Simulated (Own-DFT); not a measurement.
# How strain changes the stress of wurtzite AlGaN with randomly placed atoms, 72 atoms (Al27Ga9N36)

Calculated results; nothing here was measured. The program, named Own-DFT, is a retired in-house plane-wave density functional code that no person has reviewed. Each row is one single-point run on a periodic cell that was not relaxed, without spin or spin-orbit coupling.

Settings of every run: PBE; PseudoDojo norm-conserving scalar-relativistic files (stringent for Ga); cutoff 96 hartree; 4 x 4 x 3 k mesh centred on Gamma; Gaussian smearing of 0.01 eV.

Known limits: forces on such cells passed a denser k mesh, each cell not checked; stress not checked against mesh or cutoff.

Unstrained cell vectors in Å: (9.394, 0.000, 0.000); (-4.697, 8.135, 0.000); (0.000, 0.000, 10.066). The unstrained cell has measured lattice constants (interpolated for alloys), not those of this functional. That, the random moves and any unrelaxed bonds set the pressure at no strain. Each run strains this cell uniformly, with the atoms carried along. Every atom was also moved at random, by a Gaussian of width 0.05 Å on each axis. The random placing of the alloy's atoms differs from row to row. Strain is the symmetric tensor, in per cent. Stress is positive in tension, and the pressure is minus a third of its trace.

| run | e_xx (%) | e_yy (%) | e_zz (%) | s_xx (GPa) | s_yy (GPa) | s_zz (GPa) | P (GPa) | E (meV/atom) |
|---|---|---|---|---|---|---|---|---|
| 1 | 2.00 | 2.00 | 0.00 | 3.70 | 5.13 | -4.00 | -1.61 | 10.3 |
| 2 | -0.25 | -0.25 | 0.00 | -8.43 | -8.30 | -6.12 | 7.62 | 28.0 |
| 3 | -0.50 | -0.50 | 0.00 | -9.60 | -9.16 | -6.34 | 8.37 | 10.8 |
| 4 | 0.25 | 0.25 | 0.00 | -5.30 | -2.55 | -6.87 | 4.91 | 0.0 |
| 5 | 2.75 | 2.75 | 0.00 | 7.35 | 8.03 | -3.32 | -4.02 | 13.0 |
| 6 | -2.25 | -2.25 | 0.00 | -21.46 | -19.75 | -11.00 | 17.40 | 57.1 |
| 7 | -1.50 | -1.50 | 0.00 | -16.79 | -15.70 | -7.60 | 13.36 | 39.9 |
| 8 | -2.50 | -2.50 | 0.00 | -23.48 | -20.80 | -11.16 | 18.48 | 60.2 |
| 9 | 1.75 | 1.75 | 0.00 | ? | ? | ? | ? | ? |

E is the free energy for each atom above the lowest run shown.

## Worked fit

The change of volume is close to e_xx + e_yy + e_zz. A straight line through the runs shown gives P = 7.05 - 216 x (fractional change of volume) GPa, with an error of 8 on the slope and a scatter of 0.84 GPa. The strain isn't the same on all axes and the cell isn't cubic, so the slope belongs to this path and is not the bulk modulus.

## Withheld run

Question: what pressure should run 9 give? Its volume changes by 3.53 %.

The line gives -0.6 GPa. The calculation gave -1.16 GPa.
